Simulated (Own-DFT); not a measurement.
# One host, several defects: 4H SiC

Calculated, not measured: single-point runs of Own-DFT, a retired in-house plane-wave DFT program that no person has reviewed, on unrelaxed cells, without spin or spin-orbit coupling.

Settings: PBE; PseudoDojo norm-conserving scalar-relativistic files; cutoff 42 hartree; 4 x 4 x 3 k mesh centred on Gamma; Fermi-Dirac smearing of 0.1 eV.

Caveats (not all hold for every row): not probed for a lower state with spin; forces on such cells failed a check on a denser k mesh; forces on such cells passed a denser k mesh, each cell not checked; stress not checked against mesh or cutoff.

All runs share one cell, with vectors in Å (9.248, 0.000, 0.000); (-4.624, 8.009, 0.000); (0.000, 0.000, 10.068) and a volume of 745.7 Å³. Atoms were moved at random from their sites; u is the rms move along one axis. The defect's site can differ from row to row.

| cell | formula | u (Å) | P (GPa) |
|---|---|---|---|
| no defect | C36Si36 | 0.0298 | 3.77 |
| no defect | C36Si36 | 0.0335 | 3.91 |
| no defect | C36Si36 | 0.0548 | 5.87 |
| two Al on a Si site each | Al2C36Si34 | 0.0305 | 5.82 |
| two Al on a Si site each | Al2C36Si34 | 0.0478 | 6.88 |
| two Al on a Si site each | Al2C36Si34 | 0.0529 | 7.15 |
| one C vacancy | C35Si36 | 0.0281 | 3.39 |
| one C vacancy | C35Si36 | 0.0309 | 3.85 |
| one C vacancy | C35Si36 | 0.0494 | 4.94 |
| one Si on a C site | C35Si37 | 0.0473 | ? |
| one Si on a C site | C35Si37 | 0.0494 | 11.80 |
| one Si on a C site | C35Si37 | 0.0500 | 11.08 |
| one Si on a C site | C35Si37 | 0.0518 | 11.82 |
| one Al on a Si site and one N on a C site | AlC35NSi35 | 0.0481 | 5.23 |
| one Al on a Si site and one N on a C site | AlC35NSi35 | 0.0481 | 5.20 |
| one Al on a Si site and one N on a C site | AlC35NSi35 | 0.0514 | 5.45 |

## Worked fit

P = P0 + c u² + a shift for each defect gives P0 = 3.04 GPa, c = 883 ± 91 GPa/Å² and a scatter of 0.23 GPa. The shifts, and each times the cell's volume:

- one Si on a C site: 6.28 ± 0.20 GPa, 29.3 eV
- two Al on a Si site each: 1.81 ± 0.19 GPa, 8.4 eV (4.2 eV for each of its 2 sites)
- one Al on a Si site and one N on a C site: 0.11 ± 0.20 GPa, 0.5 eV (not resolved)
- one C vacancy: -0.21 ± 0.19 GPa, -1.0 eV (not resolved)

A positive shift means that the defect pushes the cell outwards. Shift times volume (160.2 GPa Å³ is 1 eV) depends little on the cell's size, so, taken for each site, it can be compared between cells at like pressure. The atoms around the defects weren't relaxed, which would change these numbers.

## Check

Question: what pressure belongs in the blank (one Si on a C site, u = 0.0473 Å)?

From the fit: 11.30 ± 0.27 GPa. The run itself gave 11.35 GPa.
